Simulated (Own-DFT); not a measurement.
# One host, several defects: C11b WSi2

The numbers are computed, not measured, by runs of the plane-wave DFT program Own-DFT (in-house, retired, unreviewed) at fixed positions, with no spin and no spin-orbit coupling.

Method: PBEsol; PseudoDojo norm-conserving scalar-relativistic files, made for PBE; cutoff 50 hartree; 5 x 5 x 5 k mesh centred on Gamma; cold (Marzari-Vanderbilt) smearing of 0.2 eV.

Limits: forces on such cells failed a check on a denser k mesh; stress not checked against mesh or cutoff.

All runs share one cell, with vectors in Å (-2.148, -5.953, 3.409); (-6.444, 2.976, 1.136); (-2.553, -2.948, -6.757) and a volume of 403.2 Å³. Atoms were moved at random from their sites; u is the rms move along one axis. The defect's site can differ from row to row.

```
cell,formula,u (Å),P (GPa)
no defect,Si20W10,0.0208,0.30
no defect,Si20W10,0.0494,2.40
no defect,Si20W10,0.0544,2.01
one Si vacancy,Si19W10,0.0254,-0.89
one Si vacancy,Si19W10,0.0465,0.56
one Si vacancy,Si19W10,0.0498,1.03
one Si on a W site,Si21W9,0.0277,2.33
one Si on a W site,Si21W9,0.0444,3.01
one Si on a W site,Si21W9,0.0511,4.42
one W on a Si site,Si19W11,0.0288,5.46
one W on a Si site,Si19W11,0.0290,?
one W on a Si site,Si19W11,0.0492,6.93
one W on a Si site,Si19W11,0.0507,6.77
```

## What the rows give

P = P0 + c u² + a shift for each defect gives P0 = -0.17 GPa, c = 892 ± 112 GPa/Å² and a scatter of 0.34 GPa. The shifts, and each times the cell's volume:

- one W on a Si site: 4.82 ± 0.28 GPa, 12.1 eV
- one Si on a W site: 1.83 ± 0.28 GPa, 4.6 eV
- one Si vacancy: -1.18 ± 0.28 GPa, -3.0 eV

Against the defect-free cell, a freed cell would be larger where the shift is positive and smaller where it is negative (160.2 GPa Å³ is 1 eV). The atoms around the defects weren't relaxed, which would change these numbers.

## Prediction

Q: what pressure belongs in the blank (one W on a Si site, u = 0.0290 Å)?

The fitted form gives 5.41 ± 0.41 GPa. DFT gave 5.63 GPa.
